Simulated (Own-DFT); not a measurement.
# What a change of functional does to the pressure

Calculated results; nothing here was measured. The program, named Own-DFT, is a retired in-house plane-wave density functional code that no person has reviewed. Each row is one single-point run on a periodic cell that was not relaxed, without spin or spin-orbit coupling.

Known limits: forces on such cells failed a check on a denser k mesh; stress not checked against mesh or cutoff.

Each cell was run twice at the same cutoff, k mesh and smearing, with PBE and with PBEsol, on PseudoDojo norm-conserving files made for PBE. Atoms were moved at random from their sites; u is the rms move along one axis. Files made for PBEsol would give a somewhat different change.

```
cell,atoms,volume (Å³/atom),u (Å),cutoff (hartree),P with PBE (GPa),P with PBEsol (GPa),change (GPa)
C11b WSi2 with one W vacancy (Si20W9),29,13.90,0.075,50,5.90,2.11,-3.79
C11b WSi2 with one W vacancy (Si20W9),29,13.90,0.083,50,7.87,4.06,-3.81
C11b WSi2 with one W vacancy (Si20W9),29,13.90,0.077,50,6.70,2.90,-3.80
C40 NbSi2 with two Nb on a Si site each (Nb14Si22),36,14.64,0.045,42,8.36,4.31,-4.05
C40 NbSi2 with two Nb on a Si site each (Nb14Si22),36,14.64,0.031,42,7.69,3.65,-4.05
C40 NbSi2 with two Nb on a Si site each (Nb14Si22),36,14.64,0.052,42,8.47,4.41,-4.06
D0_22 TiAl3 with two Al vacancies (Al28Ti10),38,16.46,0.030,42,1.31,-0.52,-1.84
D0_22 TiAl3 with two Al vacancies (Al28Ti10),38,16.46,0.086,42,3.06,1.22,-1.83
D0_22 TiAl3 with two Al vacancies (Al28Ti10),38,16.46,0.049,42,1.70,-0.13,-1.83
L1_0 TiAl (Al16Ti16),32,16.06,0.107,42,3.96,1.11,-2.85
L1_0 TiAl (Al16Ti16),32,15.92,0.048,42,2.86,-0.02,-2.88
L1_0 TiAl (Al16Ti16),32,15.96,0.048,42,2.63,?,?
```

## Worked reading

Mean change of pressure by composition, in GPa: Nb7Si11, -4.05; Si20W9, -3.80; AlTi, -2.87; Al14Ti5, -1.83. At a fixed cell PBEsol gives the lower pressure, because it favours a smaller volume than PBE. Here the change varies more between materials than between cells of one material.

## Withheld value

Question: what PBEsol pressure should the Al16Ti16 cell with the blank give?

Adding the mean change of the cells with its composition, -2.87 GPa, to 2.63 gives -0.2 GPa. The calculation gave -0.24 GPa.
